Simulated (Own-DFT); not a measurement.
# Which arrangement is lower? Al2C36Si34, 72 atoms

Calculated results; nothing here was measured. They come from Own-DFT, an in-house plane-wave density functional program, since retired, whose code no person has reviewed. Each row is one single-point run on a periodic cell that was not relaxed, without spin or spin-orbit coupling.

Settings of every run: PBE; PseudoDojo norm-conserving scalar-relativistic files; cutoff 42 hartree; 4 x 4 x 3 k mesh centred on Gamma; Fermi-Dirac smearing of 0.1 eV.

Known limits: not probed for a lower state with spin; forces on such cells passed a denser k mesh, each cell not checked; stress not checked against mesh or cutoff.

All cells hold the same atoms in the same cell, with vectors in Å (9.248, 0.000, 0.000); (-4.624, 8.009, 0.000); (0.000, 0.000, 10.068). Every atom was moved at random from its ideal site; u is the rms move along one axis. The defect's site can differ from row to row. E is the free energy of the cell above the lowest run. The arrangements:

- A: 4H SiC, with two Al on a Si site each, 3.1 Å apart
- B: 2H SiC, with two Al on a Si site each, 3.1 Å apart

| arrangement | u (Å) | E (eV) | P (GPa) |
|---|---|---|---|
| A | 0.0294 | 0.203 | 5.65 |
| A | 0.0300 | 0.326 | 5.73 |
| A | 0.0300 | 0.000 | 5.71 |
| A | 0.0491 | 3.457 | 6.97 |
| A | 0.0511 | 4.514 | 7.30 |
| A | 0.0547 | 5.496 | 7.24 |
| B | 0.0287 | 0.494 | 5.81 |
| B | 0.0311 | 0.938 | 6.01 |
| B | 0.0334 | 1.063 | 5.93 |
| B | 0.0455 | 3.931 | 6.76 |
| B | 0.0535 | 5.307 | 7.51 |
| B | 0.0539 | 6.058 | 7.72 |

Question: once the cost of the random moves is taken out, how do the arrangements rank?

## Worked answer

Fit E = a + b u², with one b for all and one a for each arrangement, and with residuals divided by u², since the noise grows with the moves. Then b = 2486 eV/Å², the scatter at u = 0.04 Å is 0.24 eV, and against A:

- B: 0.51 ± 0.11 eV (higher)

These are energies of unrelaxed cells. Relaxing the atoms lowers the strained arrangements most, so the gaps would shrink and small ones could change sign.
